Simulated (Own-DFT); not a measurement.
# Response to strain: wurtzite GaN, 72 atoms (Ga36N36)

These are calculations, not measurements. The program, named Own-DFT, is a retired in-house plane-wave density functional code that no person has reviewed. Each row is one single-point run on a periodic cell that was not relaxed, without spin or spin-orbit coupling.

Settings of every run: PBE; PseudoDojo norm-conserving scalar-relativistic files (stringent for Ga); cutoff 96 hartree; 4 x 4 x 3 k mesh centred on Gamma; Gaussian smearing of 0.01 eV.

Known limits: forces not confirmed at this smearing and k mesh; stress not checked against mesh or cutoff.

Unstrained cell vectors in Å: (9.567, 0.000, 0.000); (-4.784, 8.285, 0.000); (0.000, 0.000, 10.370). The unstrained cell has measured lattice constants (interpolated for alloys), not those of this functional. That, the random moves and any unrelaxed bonds set the pressure at no strain. Each run strains this cell uniformly, with the atoms carried along. Every atom was also moved at random, by a Gaussian of width 0.05 Å on each axis. Strain is the symmetric tensor, in per cent. Stress is positive in tension, and the pressure is minus a third of its trace.

| run | e_xx (%) | e_yy (%) | e_zz (%) | s_xx (GPa) | s_yy (GPa) | s_zz (GPa) | P (GPa) | E (meV/atom) |
|---|---|---|---|---|---|---|---|---|
| 1 | 0.00 | 0.00 | -1.75 | -7.20 | -8.29 | -16.97 | 10.82 | 29.1 |
| 2 | 0.00 | 0.00 | 2.50 | -4.12 | -5.16 | 1.88 | 2.47 | 13.0 |
| 3 | 0.00 | 0.00 | 1.00 | -5.46 | -6.71 | -3.33 | 5.17 | 13.2 |
| 4 | 0.00 | 0.00 | -1.00 | -7.43 | -5.66 | -13.18 | 8.76 | 12.5 |
| 5 | 0.00 | 0.00 | 3.00 | -5.28 | -5.59 | 5.13 | 1.91 | 17.7 |
| 6 | 0.00 | 0.00 | 2.00 | -5.35 | -4.72 | 1.36 | 2.91 | 0.0 |
| 7 | 0.00 | 0.00 | 1.25 | -6.12 | -5.72 | -2.21 | 4.68 | 11.5 |
| 8 | 0.00 | 0.00 | -1.50 | -8.16 | -6.34 | -15.33 | 9.94 | 15.6 |
| 9 | 0.00 | 0.00 | 0.50 | ? | ? | ? | ? | ? |

E is the free energy for each atom above the lowest run shown.

## Worked fit

The change of volume is close to e_xx + e_yy + e_zz. A straight line through the runs shown gives P = 7.13 - 189 x (fractional change of volume) GPa, with an error of 7 on the slope and a scatter of 0.33 GPa. The strain isn't the same on all axes and the cell isn't cubic, so the slope belongs to this path and is not the bulk modulus.

## Withheld run

Question: what pressure should run 9 give? Its volume changes by 0.50 %.

The line gives 6.2 GPa. The calculation gave 5.91 GPa.
